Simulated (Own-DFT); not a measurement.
# Strain and stress in 2H SiC, 72 atoms (C36Si36)

Calculated results; nothing here was measured. The program, named Own-DFT, is a retired in-house plane-wave density functional code that no person has reviewed. Each row is one single-point run on a periodic cell that was not relaxed, without spin or spin-orbit coupling.

Settings of every run: PBE; PseudoDojo norm-conserving scalar-relativistic files; cutoff 42 hartree; 4 x 4 x 3 k mesh centred on Gamma; Fermi-Dirac smearing of 0.1 eV.

Known limits: forces on such cells passed a denser k mesh, each cell not checked; stress not checked against mesh or cutoff.

Unstrained cell vectors in Å: (9.248, 0.000, 0.000); (-4.624, 8.009, 0.000); (0.000, 0.000, 10.068). The unstrained cell has measured lattice constants (interpolated for alloys), not those of this functional. That, the random moves and any unrelaxed bonds set the pressure at no strain. Each run strains this cell uniformly, with the atoms carried along. Every atom was also moved at random, by a Gaussian of width 0.05 Å on each axis. Strain is the symmetric tensor, in per cent. Stress is positive in tension, and the pressure is minus a third of its trace.

| run | e_xx (%) | e_yy (%) | e_zz (%) | e_yz (%) | e_xz (%) | e_xy (%) | s_xx (GPa) | s_yy (GPa) | s_zz (GPa) | s_yz (GPa) | s_xz (GPa) | s_xy (GPa) | P (GPa) | E (meV/atom) |
|---|---|---|---|---|---|---|---|---|---|---|---|---|---|---|
| 1 | -1.27 | -1.78 | -1.73 | 1.72 | -0.54 | 1.06 | -15.51 | -18.93 | -19.39 | 5.61 | -2.76 | 7.00 | 17.94 | 50.1 |
| 2 | -1.09 | 0.47 | -1.97 | -0.34 | -1.88 | -0.16 | -10.34 | -4.77 | -21.56 | -0.52 | -6.57 | -0.52 | 12.23 | 43.8 |
| 3 | 0.12 | -1.13 | -0.60 | 1.57 | 1.46 | -0.41 | -4.44 | -12.41 | -10.10 | 5.33 | 4.24 | -3.24 | 8.98 | 11.7 |
| 4 | -1.81 | 0.35 | -0.06 | -0.70 | 0.83 | -1.72 | -14.10 | -4.97 | -7.43 | -2.72 | 3.41 | -8.01 | 8.84 | 6.8 |
| 5 | 1.17 | 0.09 | 1.43 | -0.65 | 1.96 | 1.58 | 1.53 | -2.21 | 1.06 | -1.39 | 6.56 | 6.30 | -0.12 | 10.1 |
| 6 | 1.22 | 1.25 | 1.95 | 1.43 | 1.39 | -1.40 | 3.01 | 4.94 | 3.91 | 4.32 | 3.76 | -6.01 | -3.95 | 0.0 |
| 7 | 0.38 | -1.57 | -0.25 | 1.85 | -1.46 | 1.04 | -5.95 | -13.82 | -6.79 | 7.07 | -5.71 | 5.24 | 8.85 | 14.3 |
| 8 | 1.20 | 1.12 | 1.52 | -0.73 | 0.31 | 0.00 | 3.82 | 2.99 | 1.85 | -1.64 | 0.35 | -0.24 | -2.89 | 0.8 |
| 9 | -1.58 | -1.39 | 0.80 | 1.79 | 1.51 | -0.82 | -15.48 | -13.13 | -4.36 | 6.77 | 5.20 | -4.03 | 10.99 | 32.9 |
| 10 | -0.17 | 1.74 | -1.56 | 0.07 | -1.08 | 1.31 | -4.87 | 2.13 | -16.34 | -0.04 | -3.31 | 7.02 | 6.36 | 40.0 |
| 11 | 0.43 | 1.89 | 1.91 | 0.07 | 1.34 | -1.87 | -2.03 | 4.40 | 5.04 | -0.28 | 4.04 | -10.27 | -2.47 | 31.5 |
| 12 | -1.80 | -1.87 | -1.13 | -0.54 | 1.76 | -0.53 | -17.46 | -16.76 | -19.03 | -2.01 | 7.10 | -3.12 | 17.75 | 50.7 |
| 13 | 0.43 | 0.57 | -0.26 | -0.95 | 1.10 | -0.63 | 0.29 | -1.23 | -9.67 | -3.14 | 3.09 | -2.67 | 3.54 | 3.7 |
| 14 | -0.82 | 0.29 | -0.06 | -0.95 | 1.43 | -0.37 | -10.87 | -2.84 | -6.92 | -2.71 | 3.90 | -0.42 | 6.88 | 25.3 |
| 15 | -0.39 | -0.24 | 0.67 | 0.36 | 1.01 | 0.11 | -7.89 | -4.56 | -3.37 | 2.42 | 3.39 | -0.24 | 5.27 | 5.9 |
| 16 | 1.63 | 1.65 | -1.29 | 1.79 | -1.22 | 0.82 | 4.62 | 5.09 | -13.71 | 5.49 | -3.66 | 4.21 | 1.33 | 17.7 |
| 17 | 1.26 | -1.71 | -1.99 | 0.78 | -0.37 | -1.79 | ? | ? | ? | ? | ? | ? | ? | ? |

E is the free energy for each atom above the lowest run shown.

## Worked fit

Each stress component was fitted by least squares to a constant and the strains of the runs shown, as fractions, with shears doubled. Shear strains stay in the fit of a normal stress only where such slopes are resolved. The slopes, in GPa:

| stress | at no strain | per e_xx | per e_yy | per e_zz | scatter |
|---|---|---|---|---|---|
| s_xx | -5.2 | 560 ± 35 | 108 ± 29 | 8 ± 27 | 1.22 |
| s_yy | -5.1 | 90 ± 36 | 534 ± 30 | 78 ± 27 | 1.24 |
| s_zz | -7.6 | 72 ± 44 | 19 ± 37 | 603 ± 33 | 1.52 |

Each shear stress against twice its own strain: yz 156 ± 7, xz 179 ± 12, xy 245 ± 18 GPa. These are stiffnesses along x, y and z of the frame in which the cell vectors are given, which need not be the crystal's axes. The atoms are held to the strained lattice; where symmetry lets them move under strain, relaxing them would lower some slopes. The table should be nearly symmetric about its diagonal, and what it lacks of that shows the noise. A ninth of its sum, 230 ± 6 GPa, estimates the bulk modulus near the mean pressure of these runs, 6.2 GPa, so it lies above the value at zero pressure.

## Withheld run

Question: what normal stresses and pressure should run 17 give?

The fit gives s_xx = -0.2, s_yy = -14.6, s_zz = -19.0 and P = 11.3 GPa. The calculation gave 0.44, -16.73, -19.69 and P = 11.99 GPa.
